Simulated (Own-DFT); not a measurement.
# Same atoms, different arrangement: As32Ga32, 64 atoms

These are calculations, not measurements. The program, named Own-DFT, is a retired in-house plane-wave density functional code that no person has reviewed. Each row is one single-point run on a periodic cell that was not relaxed, without spin or spin-orbit coupling.

Settings of every run: PBE; PseudoDojo norm-conserving scalar-relativistic files; cutoff 42 hartree; 3 x 3 x 3 k mesh centred on Gamma; Fermi-Dirac smearing of 0.1 eV.

Known limits, some of them of some rows only: not probed for a lower state with spin; forces on such cells failed a check on a denser k mesh; forces not confirmed at this smearing and k mesh; stress not checked against mesh or cutoff.

All cells hold the same atoms in the same cell, with vectors in Å (11.307, 0.000, 0.000); (0.000, 11.307, 0.000); (0.000, 0.000, 11.307). Every atom was moved at random from its ideal site; u is the rms move along one axis. The defect's site can differ from row to row. E is the free energy of the cell above the lowest run. The arrangements:

- A: zincblende GaAs
- B: zincblende GaAs, with one As on a Ga site and one Ga on an As site, 2.4 Å apart

```
arrangement,u (Å),E (eV),P (GPa)
A,0.0206,0.000,3.50
A,0.0207,0.046,3.52
A,0.0211,0.037,3.51
A,0.0456,1.542,3.79
A,0.0511,2.584,4.08
A,0.0538,2.253,3.98
B,0.0276,2.993,3.91
B,0.0291,3.064,3.93
B,0.0320,3.300,3.97
B,0.0498,4.897,4.29
B,0.0527,5.204,4.37
B,0.0537,5.292,4.44
```

Question: once the cost of the random moves is taken out, how do the arrangements rank?

## Worked answer

Fit E = a + b u², with one b for all and one a for each arrangement, and with residuals divided by u², since the noise grows with the moves. Then b = 1040 eV/Å², the scatter at u = 0.04 Å is 0.11 eV, and against A:

- B: 2.64 ± 0.04 eV (higher)

These are energies of unrelaxed cells. Relaxing the atoms lowers the strained arrangements most, so the gaps would shrink and small ones could change sign.
